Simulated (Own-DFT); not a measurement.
# Hybrid less PBE against volume: alpha-quartz SiO2, 70 atoms (O46Si24), with two O vacancies

These are calculations. Each geometry was run twice at fixed positions with Own-DFT, a retired in-house plane-wave program that no person has reviewed: with PBE, and with HSE06 (exact exchange share 0.25 at short range, screening 0.11 per bohr, Gygi-Baldereschi treatment of its divergence). Both used PseudoDojo norm-conserving files made for PBE, a cutoff of 48 hartree, the Gamma point alone, fixed occupations, a neutral cell and no spin. The unstrained cell is 8.5 Å across at its thinnest, so Gamma alone is coarse and defects feel their images. The oxygen file's force components were 24 meV/Å off all-electron values in a glass.

Unstrained cell vectors in Å: (9.827, 0.000, 0.000); (-4.913, 8.510, 0.000); (0.000, 0.000, 10.810), volume V0 = 904.1 Å³, from measured lattice constants. Each geometry has its own random strain of a few per cent, its own defect sites and random moves of rms u per axis. HSE06 gave the energy alone. D is its energy less that of PBE, over the lowest D shown. The PBE stress wasn't checked against mesh or cutoff.

```
run  V - V0 (Å³)   u (Å)  P with PBE (GPa)  D (eV)
  1         -9.0  0.0304             10.19   0.956
  2         -7.6  0.0280             10.57   0.906
  3         24.2  0.0303              2.64   1.828
  4         36.1  0.0285              0.22   2.174
  5         39.3  0.0297             -0.58   2.162
  6        -12.9  0.0302             12.04   0.706
  7         29.4  0.0314              0.47   2.065
  8         17.4  0.0315              4.10   1.657
  9        -27.5  0.0298             13.73   0.429
 10        -13.2  0.0316             11.55   0.779
 11        -32.7  0.0288             14.92   0.361
 12        -42.8  0.0296             18.66   0.000
 13         -5.2  0.0283              8.02   1.040
 14         -0.1  0.0300              7.07       ?
```

## Worked fit

D = 1.17 + 0.0272 (V - V0) eV, with an error of 0.0007 on the volume slope and a scatter of 0.06 eV. Pressure is -dE/dV, and 1 eV/Å³ is 160.2 GPa, so HSE06 changes the pressure by -4.4 ± 0.1 GPa. Turning this into a change of volume would need the relaxed stiffness: quartz yields by tilting its tetrahedra, which these fixed-ion runs don't allow.

## Withheld run

The question: what D should run 14 give?

From the fit: 1.17 eV, with rows scattering by 0.06. Computed: 1.250 eV.
